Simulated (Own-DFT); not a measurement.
# Stretching a layer in its plane: wurtzite AlGaN with randomly placed atoms, 128 atoms (Al48Ga16N64)

No measurement is shown. These are fixed-geometry runs of a retired plane-wave code named Own-DFT, which no person has reviewed; spin and spin-orbit coupling are neglected.

Settings: PBE; PseudoDojo norm-conserving scalar-relativistic files (stringent for Ga); cutoff 96 hartree; 3 x 3 x 3 k mesh centred on Gamma; Gaussian smearing of 0.01 eV.

Keep in mind: k mesh not checked against a denser one; stress not checked against mesh or cutoff.

Unstrained cell vectors in Å: (12.525, 0.000, 0.000); (-6.262, 10.847, 0.000); (0.000, 0.000, 10.066). The unstrained cell has measured lattice constants (interpolated for alloys), not those of this functional. That, the random moves and any unrelaxed bonds set the pressure at no strain. Each run strains x and y alike by e, as a substrate would, and holds the height along z. Each atom got a random Gaussian move of width 0.05 Å along each axis. The random placing of the alloy's atoms differs from row to row. Stress is positive in tension.

```
e (%),u (Å),(s_xx + s_yy)/2 (GPa),s_zz (GPa)
-2.50,0.046,-21.13,-11.15
-2.25,0.050,-20.50,-11.59
-2.00,0.049,-18.26,-10.80
-1.50,0.051,-15.46,-9.33
-0.75,0.051,-11.24,-6.79
0.25,0.051,-5.14,-5.74
0.75,0.049,-1.98,-6.07
1.75,0.045,3.37,-4.51
2.50,0.049,?,?
2.75,0.049,7.15,-3.26
```

## Worked fit

With e as a fraction, the in-plane stress is -6.4 + 562 e - 1934 e² GPa (errors 9 and 641, scatter 0.48), and s_zz is -7.1 + 160 e GPa (slope ± 15, scatter 0.81). At e = 0 the first slope is C11 + C12 and the second 2 C13, both with the ions held to the strained lattice and at the cell's own pressure. The term in e² is negative: the layer stiffens under compression and softens under tension. A free layer would change its height as e changes, and the in-plane slope would drop by 2 C13²/C33 to the biaxial modulus. At fixed height, a misfit of 1 % moves the in-plane stress by about 5.6 GPa and s_zz by 1.6 GPa.

## Check

Asked: what are the two stresses at e = 2.50 %?

From the fit: 6.4 and -3.1 GPa. The hidden result is 6.56 and -3.25 GPa.
